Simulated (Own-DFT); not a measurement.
# What a defect does to the pressure of its cell: L1_0 TiAl

The numbers are computed, not measured, by runs of the plane-wave DFT program Own-DFT (in-house, retired, unreviewed) at fixed positions, with no spin and no spin-orbit coupling.

Method: PBE; PseudoDojo norm-conserving scalar-relativistic files; cutoff 42 hartree; 4 x 4 x 4 k mesh centred on Gamma; cold (Marzari-Vanderbilt) smearing of 0.2 eV.

Known weak points: forces on such cells failed a check on a denser k mesh; stress not checked against mesh or cutoff.

All runs share one cell, with vectors in Å (5.622, 5.622, 0.000); (-5.622, 5.622, 0.000); (0.000, 0.000, 8.133) and a volume of 514.0 Å³. Atoms were moved at random from their sites; u is the rms move along one axis. The defect's site can differ from row to row.

| cell | formula | u (Å) | P (GPa) |
|---|---|---|---|
| no defect | Al16Ti16 | 0.0187 | 1.17 |
| no defect | Al16Ti16 | 0.0193 | 1.17 |
| no defect | Al16Ti16 | 0.0492 | 1.76 |
| one Ti vacancy | Al16Ti15 | 0.0255 | 0.54 |
| one Ti vacancy | Al16Ti15 | 0.0292 | 0.53 |
| one Ti vacancy | Al16Ti15 | 0.0295 | 0.51 |
| two Al vacancies | Al14Ti16 | 0.0298 | ? |
| two Al vacancies | Al14Ti16 | 0.0311 | -0.67 |
| two Al vacancies | Al14Ti16 | 0.0464 | -0.09 |
| two Al vacancies | Al14Ti16 | 0.0497 | -0.15 |

## Working it out

P = P0 + c u² + a shift for each defect gives P0 = 1.04 GPa, c = 314 ± 38 GPa/Å² and a scatter of 0.08 GPa. The shifts, and each times the cell's volume:

- one Ti vacancy: -0.76 ± 0.06 GPa, -2.4 eV
- two Al vacancies: -1.93 ± 0.07 GPa, -6.2 eV (-3.1 eV for each of its 2 sites)

A positive shift means that the defect pushes the cell outwards. Shift times volume (160.2 GPa Å³ is 1 eV) depends little on the cell's size, so, taken for each site, it can be compared between cells at like pressure. The atoms around the defects weren't relaxed, which would change these numbers.

## Prediction

The question: what pressure belongs in the blank (two Al vacancies, u = 0.0298 Å)?

The fitted form gives -0.61 ± 0.10 GPa. The run itself gave -0.68 GPa.
